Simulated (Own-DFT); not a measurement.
# What a defect does to the pressure of its cell: zincblende GaAs

Everything here is calculated. The program is Own-DFT (plane waves, in-house, since retired, never reviewed by a person); positions were held fixed, and spin and spin-orbit coupling were off.

Method: PBE; PseudoDojo norm-conserving scalar-relativistic files; cutoff 42 hartree; 3 x 3 x 3 k mesh centred on Gamma; Fermi-Dirac smearing of 0.1 eV.

Caveats (not all hold for every row): not probed for a lower state with spin; forces not confirmed at this smearing and k mesh; stress not checked against mesh or cutoff.

All runs share one cell, with vectors in Å (10.862, 0.000, 0.000); (0.000, 10.862, 0.000); (0.000, 0.000, 11.796) and a volume of 1391.7 Å³, strained against the parent crystal. u is the rms random offset of the atoms per axis. The defect's site can differ from row to row.

```
                             cell     formula   u (Å)  P (GPa)
                        no defect    As32Ga32  0.0292     6.66
                        no defect    As32Ga32  0.0498     7.09
                        no defect    As32Ga32  0.0501     7.05
              one In on a Ga site  As32Ga31In  0.0301     7.44
              one In on a Ga site  As32Ga31In  0.0306        ?
              one In on a Ga site  As32Ga31In  0.0308     7.48
              one In on a Ga site  As32Ga31In  0.0310     7.53
              one Al on a Ga site  AlAs32Ga31  0.0274     6.61
              one Al on a Ga site  AlAs32Ga31  0.0291     6.66
              one Al on a Ga site  AlAs32Ga31  0.0488     7.07
              one P on an As site   As31Ga32P  0.0279     6.37
              one P on an As site   As31Ga32P  0.0310     6.43
              one P on an As site   As31Ga32P  0.0497     6.63
one As vacancy and one Ga vacancy    As31Ga31  0.0298     5.94
one As vacancy and one Ga vacancy    As31Ga31  0.0313     5.88
one As vacancy and one Ga vacancy    As31Ga31  0.0535     6.25
```

## Fit

P = P0 + c u² + a shift for each defect gives P0 = 6.53 GPa, c = 209 ± 21 GPa/Å² and a scatter of 0.06 GPa. The shifts, and each times the cell's volume:

- one In on a Ga site: 0.76 ± 0.05 GPa, 6.6 eV
- one Al on a Ga site: -0.02 ± 0.05 GPa, -0.2 eV (not resolved)
- one P on an As site: -0.35 ± 0.05 GPa, -3.0 eV
- one As vacancy and one Ga vacancy: -0.84 ± 0.05 GPa, -7.3 eV

Against the defect-free cell, a freed cell would be larger where the shift is positive and smaller where it is negative (160.2 GPa Å³ is 1 eV). The atoms around the defects weren't relaxed, which would change these numbers.

## Prediction

Asked: what pressure belongs in the blank (one In on a Ga site, u = 0.0306 Å)?

Estimate: 7.48 ± 0.07 GPa. The run itself gave 7.35 GPa.
